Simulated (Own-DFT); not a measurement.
# Same atoms, different arrangement: In32P32, 64 atoms

Calculated results; nothing here was measured. They come from Own-DFT, an in-house plane-wave density functional program, since retired, whose code no person has reviewed. Each row is one single-point run on a periodic cell that was not relaxed, without spin or spin-orbit coupling.

Settings of every run: PBE; PseudoDojo norm-conserving scalar-relativistic files; cutoff 36 hartree; 3 x 3 x 3 k mesh centred on Gamma; Fermi-Dirac smearing of 0.1 eV.

Known limits, some of them of some rows only: not probed for a lower state with spin; forces on such cells moved up to 12 meV/angstrom on a denser k mesh; stress not checked against mesh or cutoff.

All cells hold the same atoms in the same cell, with vectors in Å (11.737, 0.000, 0.000); (0.000, 11.737, 0.000); (0.000, 0.000, 11.737). Every atom was moved at random from its ideal site; u is the rms move along one axis. The defect's site can differ from row to row. E is the free energy of the cell above the lowest run. The arrangements:

- A: zincblende InP
- B: zincblende InP, with one In on a P site and one P on an In site, 2.5 Å apart

| arrangement | u (Å) | E (eV) | P (GPa) |
|---|---|---|---|
| A | 0.0194 | 0.000 | 3.20 |
| A | 0.0214 | 0.085 | 3.22 |
| A | 0.0218 | 0.160 | 3.24 |
| A | 0.0444 | 1.539 | 3.50 |
| A | 0.0504 | 1.846 | 3.55 |
| A | 0.0518 | 1.858 | 3.53 |
| B | 0.0308 | 4.573 | 3.66 |
| B | 0.0314 | 4.408 | 3.63 |
| B | 0.0315 | 4.535 | 3.66 |
| B | 0.0518 | 6.240 | 3.97 |
| B | 0.0521 | 6.554 | 4.12 |
| B | 0.0524 | 6.541 | 4.07 |

Question: once the cost of the random moves is taken out, how do the arrangements rank?

## Worked answer

Fit E = a + b u², with one b for all and one a for each arrangement, and with residuals divided by u², since the noise grows with the moves. Then b = 954 eV/Å², the scatter at u = 0.04 Å is 0.16 eV, and against A:

- B: 3.95 ± 0.07 eV (higher)

These are energies of unrelaxed cells. Relaxing the atoms lowers the strained arrangements most, so the gaps would shrink and small ones could change sign.
